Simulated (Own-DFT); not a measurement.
# Computed records: Si7Ge (layered order of Si and Ge on the diamond lattice, atoms displaced)

A calculation, not a measurement: plane-wave PBE density functional theory by an unreviewed code, no spin, of a simulated periodic cell, stress positive in tension, free energy of the whole cell less one offset for each atom, forces on such cells passed a denser k mesh, this cell's mesh not checked; offsets are fitted by least squares, one for each functional and potential file, so energies compare only between cells with the same atoms and settings and are not formation energies; the far tail of each file's local potential was reset to the Coulomb form; each entry is a single point on an unrelaxed cell, so the pressure reflects the starting lattice, mostly measured values, from which strain is counted, and rises with the displacements; printed positions are rounded, which can move forces by about a meV/angstrom; the program is a retired in-house code; no spin-orbit coupling. Program: Own-DFT development build.

Settings shared by all entries: functional PBE; potential files PseudoDojo norm-conserving, scalar-relativistic, standard set; wave cutoff 42 hartree; occupations Fermi-Dirac; smearing width 0.1 eV; k mesh 3 x 3 x 3 centred on Gamma.

(1) 
```cif
# cell vector a (Å): 10.9187 0.0000 0.0000
# cell vector b (Å): 0.0000 10.9187 0.0000
# cell vector c (Å): 0.0000 0.0000 10.9187
data_Si7Ge
_symmetry_space_group_name_H-M 'P 1'
_symmetry_Int_Tables_number 1
_cell_length_a 10.9187
_cell_length_b 10.9187
_cell_length_c 10.9187
_cell_angle_alpha 90.000
_cell_angle_beta 90.000
_cell_angle_gamma 90.000
_cell_volume 1301.71
loop_
_atom_site_label
_atom_site_type_symbol
_atom_site_fract_x
_atom_site_fract_y
_atom_site_fract_z
_atom_site_occupancy
Ge1 Ge 0.00660 0.99813 0.99681 1
Si1 Si 0.00954 0.26213 0.24257 1
Si2 Si 0.24280 0.00282 0.25452 1
Ge2 Ge 0.25241 0.24902 0.99493 1
Si3 Si 0.12891 0.12965 0.12297 1
Si4 Si 0.11914 0.38360 0.38352 1
Si5 Si 0.36657 0.13247 0.37175 1
Si6 Si 0.37656 0.38231 0.12534 1
Si7 Si 0.99447 0.00845 0.50588 1
Si8 Si 0.00514 0.25036 0.75628 1
Si9 Si 0.25211 0.01305 0.75367 1
Si10 Si 0.24529 0.25215 0.50716 1
Si11 Si 0.13495 0.12308 0.62738 1
Si12 Si 0.13041 0.37244 0.86446 1
Si13 Si 0.37324 0.12248 0.86771 1
Si14 Si 0.37672 0.36516 0.62404 1
Ge3 Ge 0.99695 0.50983 0.00397 1
Si15 Si 0.00164 0.74782 0.25201 1
Si16 Si 0.25618 0.49705 0.24345 1
Ge4 Ge 0.25291 0.75178 0.99973 1
Si17 Si 0.12818 0.62289 0.12212 1
Si18 Si 0.12230 0.86999 0.37549 1
Si19 Si 0.37564 0.62582 0.37001 1
Si20 Si 0.36697 0.88037 0.12181 1
Si21 Si 0.00458 0.50803 0.48879 1
Si22 Si 0.99770 0.74129 0.75041 1
Si23 Si 0.24949 0.49697 0.75479 1
Si24 Si 0.24628 0.74135 0.49842 1
Si25 Si 0.12254 0.62168 0.62933 1
Si26 Si 0.12959 0.87697 0.87226 1
Si27 Si 0.36885 0.62281 0.87295 1
Si28 Si 0.36409 0.87662 0.62239 1
Ge5 Ge 0.49849 0.99614 0.99859 1
Si29 Si 0.49982 0.24562 0.25176 1
Si30 Si 0.74241 0.99145 0.25633 1
Ge6 Ge 0.75557 0.24916 0.00103 1
Si31 Si 0.62627 0.12686 0.13364 1
Si32 Si 0.63177 0.37873 0.38143 1
Si33 Si 0.87707 0.12726 0.37452 1
Si34 Si 0.87657 0.36715 0.12104 1
Si35 Si 0.50001 0.00267 0.50408 1
Si36 Si 0.49715 0.25771 0.75198 1
Si37 Si 0.76265 0.99593 0.75072 1
Si38 Si 0.74973 0.25213 0.50215 1
Si39 Si 0.61797 0.12936 0.62265 1
Si40 Si 0.62905 0.37637 0.86912 1
Si41 Si 0.86877 0.12099 0.87681 1
Si42 Si 0.88162 0.37248 0.62517 1
Ge7 Ge 0.49885 0.50073 0.98641 1
Si43 Si 0.51283 0.75389 0.25969 1
Si44 Si 0.74731 0.48727 0.25636 1
Ge8 Ge 0.74679 0.75198 0.99722 1
Si45 Si 0.62380 0.63378 0.13034 1
Si46 Si 0.62670 0.88166 0.36635 1
Si47 Si 0.87203 0.63140 0.37244 1
Si48 Si 0.87149 0.87056 0.12445 1
Si49 Si 0.50300 0.51400 0.49750 1
Si50 Si 0.50050 0.74887 0.75639 1
Si51 Si 0.74311 0.50025 0.74964 1
Si52 Si 0.74374 0.75954 0.49164 1
Si53 Si 0.62740 0.62002 0.62679 1
Si54 Si 0.63325 0.86824 0.87991 1
Si55 Si 0.87182 0.62428 0.88840 1
Si56 Si 0.87151 0.87400 0.63038 1
_calc_free_energy_of_cell_above_offsets '-1.397'  # eV
_calc_pressure 2.98  # GPa
_calc_stress_xx -3.02  # GPa
_calc_stress_yy -2.97  # GPa
_calc_stress_zz -2.97  # GPa
_calc_stress_yz -0.2  # GPa
_calc_stress_xz -0.42  # GPa
_calc_stress_xy -0.18  # GPa
```

Force:
```tsv
element	x (eV/Å)	y (eV/Å)	z (eV/Å)
Ge	-0.971	0.247	0.779
Si	-0.456	-1.231	1.006
Si	0.228	-0.267	-0.437
Ge	0.364	0.495	0.389
Si	-0.31	-0.353	0.453
Si	1.883	-1.11	-1.591
Si	0.466	-0.682	0.887
Si	1.029	-1.566	-0.661
Si	0.8	-1.115	-0.055
Si	-0.815	-0.93	-0.957
Si	-0.509	-2.496	-0.863
Si	0.068	0.162	-1.165
Si	-1.901	0.543	-0.075
Si	-0.942	0.604	1.784
Si	1.709	1.135	1.045
Si	-0.008	2.34	-0.336
Ge	0.821	-2.225	-0.263
Si	-0.176	0.009	-0.906
Si	-1.127	0.578	1.188
Ge	-0.518	-0.304	-0.196
Si	0.16	0.673	1.175
Si	-0.319	0.83	0.725
Si	0.145	0.315	-0.014
Si	1.039	-0.241	1.809
Si	-1.769	0.65	2.015
Si	-0.187	0.872	0.585
Si	0.538	0.108	-1.668
Si	0.032	0.568	0.196
Si	0.396	-0.393	-0.436
Si	-0.204	-0.463	-0.927
Si	0.45	0.592	-0.483
Si	1.041	-0.207	0.495
Ge	0.576	0.653	-0.016
Si	-0.033	1.54	0.237
Si	2.703	2.233	-1.913
Ge	-1.432	-0.373	-0.292
Si	-0.125	-0.661	-0.649
Si	-1.876	-0.827	0.337
Si	-0.294	0.404	-0.613
Si	0.212	1.739	0.98
Si	-0.934	-0.247	-1.009
Si	0.544	-1.3	0.106
Si	-2.573	0.639	0.095
Si	0.464	-0.393	0.163
Si	1.103	-0.215	0.979
Si	-0.266	-0.646	0.522
Si	1.672	0.313	-0.394
Si	-0.127	0.681	-0.075
Ge	0.474	0.376	1.661
Si	-2.518	-0.122	-1.406
Si	1.056	1.764	-1.649
Ge	0.751	-0.872	1.75
Si	0.27	-1.812	-0.257
Si	-1.566	-0.318	2.971
Si	-0.315	-0.656	-0.046
Si	0.715	0.603	0.611
Si	-0.558	-1.907	0.21
Si	-0.276	0.163	-0.963
Si	2.2	-0.115	-0.044
Si	0.505	-0.793	1.224
Si	-0.392	1.897	-0.32
Si	-1.44	1.73	-1.895
Si	-0.492	0.115	-2.507
Si	1.017	-0.729	-1.296
```

(2) 
```cif
# cell vector a (Å): 10.9187 0.0000 0.0000
# cell vector b (Å): 0.0000 10.9187 0.0000
# cell vector c (Å): 0.0000 0.0000 10.9187
data_Si7Ge
_symmetry_space_group_name_H-M 'P 1'
_symmetry_Int_Tables_number 1
_cell_length_a 10.9187
_cell_length_b 10.9187
_cell_length_c 10.9187
_cell_angle_alpha 90.000
_cell_angle_beta 90.000
_cell_angle_gamma 90.000
_cell_volume 1301.71
loop_
_atom_site_label
_atom_site_type_symbol
_atom_site_fract_x
_atom_site_fract_y
_atom_site_fract_z
_atom_site_occupancy
Ge1 Ge 0.99900 0.98590 0.00591 1
Si1 Si 0.00235 0.24277 0.24640 1
Si2 Si 0.24660 0.00267 0.25354 1
Ge2 Ge 0.24756 0.24921 0.99041 1
Si3 Si 0.11908 0.12158 0.12694 1
Si4 Si 0.12533 0.37097 0.38598 1
Si5 Si 0.38616 0.12556 0.38683 1
Si6 Si 0.37255 0.37529 0.13100 1
Si7 Si 0.99772 0.00271 0.49649 1
Si8 Si 0.99505 0.25327 0.75051 1
Si9 Si 0.25288 0.00764 0.74786 1
Si10 Si 0.25662 0.24506 0.50252 1
Si11 Si 0.12850 0.11932 0.62731 1
Si12 Si 0.11960 0.37578 0.87360 1
Si13 Si 0.36199 0.12621 0.88270 1
Si14 Si 0.37388 0.37627 0.61957 1
Ge3 Ge 0.99957 0.50300 0.00261 1
Si15 Si 0.99732 0.74428 0.25650 1
Si16 Si 0.24583 0.50371 0.24638 1
Ge4 Ge 0.25041 0.74110 0.99901 1
Si17 Si 0.11700 0.62764 0.12371 1
Si18 Si 0.12152 0.88137 0.37896 1
Si19 Si 0.38049 0.63469 0.38241 1
Si20 Si 0.38095 0.86694 0.12549 1
Si21 Si 0.00283 0.48890 0.49950 1
Si22 Si 0.99993 0.75094 0.75329 1
Si23 Si 0.24361 0.50628 0.75667 1
Si24 Si 0.25088 0.75411 0.49743 1
Si25 Si 0.11680 0.61889 0.62508 1
Si26 Si 0.13045 0.87036 0.87180 1
Si27 Si 0.37804 0.62692 0.87639 1
Si28 Si 0.37877 0.86678 0.63369 1
Ge5 Ge 0.49911 0.99498 0.99765 1
Si29 Si 0.49368 0.24348 0.24468 1
Si30 Si 0.74941 0.00200 0.24892 1
Ge6 Ge 0.74799 0.24678 0.00087 1
Si31 Si 0.63584 0.13092 0.12566 1
Si32 Si 0.62724 0.37425 0.37635 1
Si33 Si 0.88102 0.11573 0.36717 1
Si34 Si 0.86971 0.38030 0.13217 1
Si35 Si 0.50074 0.99987 0.50423 1
Si36 Si 0.49384 0.25454 0.74633 1
Si37 Si 0.74251 0.00076 0.74671 1
Si38 Si 0.75052 0.24476 0.50742 1
Si39 Si 0.63149 0.12360 0.62033 1
Si40 Si 0.63573 0.36150 0.87815 1
Si41 Si 0.87295 0.13090 0.87067 1
Si42 Si 0.88268 0.37320 0.61617 1
Ge7 Ge 0.49889 0.49575 0.98682 1
Si43 Si 0.50043 0.74970 0.25998 1
Si44 Si 0.75387 0.49919 0.25190 1
Ge8 Ge 0.74099 0.74608 0.00397 1
Si45 Si 0.61658 0.62603 0.12110 1
Si46 Si 0.62065 0.88427 0.38352 1
Si47 Si 0.86916 0.61568 0.38176 1
Si48 Si 0.86739 0.87342 0.11272 1
Si49 Si 0.49653 0.50406 0.50627 1
Si50 Si 0.50358 0.74700 0.75765 1
Si51 Si 0.74946 0.49833 0.74762 1
Si52 Si 0.74332 0.73592 0.49213 1
Si53 Si 0.62940 0.62848 0.62704 1
Si54 Si 0.61656 0.87979 0.87901 1
Si55 Si 0.87707 0.61100 0.87417 1
Si56 Si 0.87090 0.87561 0.62201 1
_calc_free_energy_of_cell_above_offsets '-1.681'  # eV
_calc_pressure 2.87  # GPa
_calc_stress_xx -2.94  # GPa
_calc_stress_yy -2.84  # GPa
_calc_stress_zz -2.84  # GPa
_calc_stress_yz 0.5  # GPa
_calc_stress_xz 0.62  # GPa
_calc_stress_xy 0.54  # GPa
```

Force:
```tsv
element	x (eV/Å)	y (eV/Å)	z (eV/Å)
Ge	0.673	1.632	-1.731
Si	-0.513	1.435	0.775
Si	1.057	-0.179	-0.078
Ge	-1.325	1.161	2.448
Si	1.032	-0.128	-0.584
Si	0.885	-0.672	-2.044
Si	-1.238	-0.343	-1.585
Si	-0.232	0.025	-0.932
Si	0.141	-0.418	1.112
Si	0.859	-0.352	-0.56
Si	0.109	-1.711	0.548
Si	-0.654	0.163	0.225
Si	-0.989	1.08	-0.51
Si	0.118	0.196	-0.239
Si	2.497	-0.815	-1.944
Si	-0.656	0.628	1.209
Ge	-0.167	-1.291	0.358
Si	-0.64	0.954	-0.204
Si	0.156	0.045	1.214
Ge	0.046	0.964	0.525
Si	0.688	-0.025	0.993
Si	0.306	-0.887	-0.567
Si	-1.06	-1.327	-0.533
Si	-1.056	0.482	0.924
Si	-0.324	1.5	-0.09
Si	-0.658	-0.394	-0.514
Si	0.642	-0.634	-0.877
Si	-0.74	-0.18	0.951
Si	0.707	1	-0.146
Si	0.07	0.558	-0.281
Si	-0.575	-0.557	-0.999
Si	-0.385	0.866	-0.514
Ge	-0.65	1.779	1.377
Si	1.159	0.635	0.768
Si	0.092	-0.917	-0.093
Ge	2.021	0.4	0.599
Si	-2.139	-1.356	0.704
Si	-0.626	-0.253	0.069
Si	-0.855	1.311	0.598
Si	1.103	-1.218	-0.561
Si	-0.124	-0.337	1.289
Si	0.696	-1.01	0.561
Si	0.741	-0.336	0.655
Si	0.964	0.517	-1.955
Si	-1.756	0.17	1.022
Si	-1.811	1.672	-2.149
Si	0.245	-1.586	0.171
Si	-1.491	-0.312	1.292
Ge	0.486	-0.803	1.353
Si	0.715	0.589	-0.84
Si	-1.693	0.487	-0.079
Ge	0.551	-0.166	-1.595
Si	-0.064	-0.897	1.56
Si	0.905	-1.211	-1.265
Si	1.413	-0.073	-0.695
Si	-0.294	-0.904	2.878
Si	0.906	-0.136	-0.582
Si	0.21	0.232	-0.516
Si	0.471	-0.928	-0.165
Si	0.377	2.294	0.718
Si	-0.995	-0.763	0.549
Si	1.586	-1.003	-1.413
Si	-0.862	1.968	-0.599
Si	-0.057	-0.62	-0.008
```
